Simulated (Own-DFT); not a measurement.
# Which defects push the lattice out? C11b WSi2

The numbers are computed, not measured, by runs of the plane-wave DFT program Own-DFT (in-house, retired, unreviewed) at fixed positions, with no spin and no spin-orbit coupling.

All runs used: PBE; PseudoDojo norm-conserving scalar-relativistic files; cutoff 50 hartree; 5 x 5 x 5 k mesh centred on Gamma; cold (Marzari-Vanderbilt) smearing of 0.2 eV.

Caveats: forces on such cells failed a check on a denser k mesh; stress not checked against mesh or cutoff.

All runs share one cell, with vectors in Å (-2.148, -5.953, 3.409); (-6.444, 2.976, 1.136); (-2.553, -2.948, -6.757) and a volume of 403.2 Å³. u is the rms random offset of the atoms per axis. The defect's site can differ from row to row.

| cell | formula | u (Å) | P (GPa) |
|---|---|---|---|
| no defect | Si20W10 | 0.0195 | 4.25 |
| no defect | Si20W10 | 0.0511 | 6.41 |
| no defect | Si20W10 | 0.0579 | 7.31 |
| one W vacancy | Si20W9 | 0.0323 | 3.58 |
| one W vacancy | Si20W9 | 0.0337 | 4.17 |
| one W vacancy | Si20W9 | 0.0504 | 5.56 |
| one Si vacancy | Si19W10 | 0.0297 | 3.08 |
| one Si vacancy | Si19W10 | 0.0314 | 3.72 |
| one Si vacancy | Si19W10 | 0.0492 | ? |
| one Si vacancy | Si19W10 | 0.0515 | 4.97 |
| one Si on a W site | Si21W9 | 0.0277 | 6.06 |
| one Si on a W site | Si21W9 | 0.0522 | 7.47 |
| one Si on a W site | Si21W9 | 0.0563 | 8.13 |
| one W on a Si site | Si19W11 | 0.0260 | 9.34 |
| one W on a Si site | Si19W11 | 0.0441 | 10.42 |
| one W on a Si site | Si19W11 | 0.0469 | 10.61 |

## Fit

P = P0 + c u² + a shift for each defect gives P0 = 3.98 GPa, c = 950 ± 65 GPa/Å² and a scatter of 0.23 GPa. The shifts, and each times the cell's volume:

- one W on a Si site: 4.62 ± 0.19 GPa, 11.6 eV
- one Si on a W site: 1.13 ± 0.19 GPa, 2.8 eV
- one W vacancy: -1.04 ± 0.19 GPa, -2.6 eV
- one Si vacancy: -1.49 ± 0.19 GPa, -3.8 eV

A positive shift means that the defect pushes the cell outwards. Shift times volume (160.2 GPa Å³ is 1 eV) depends little on the cell's size, so, taken for each site, it can be compared between cells at like pressure. The atoms around the defects weren't relaxed, which would change these numbers.

## Withheld run

Question: what pressure belongs in the blank (one Si vacancy, u = 0.0492 Å)?

Estimate: 4.79 ± 0.28 GPa. DFT gave 4.03 GPa.
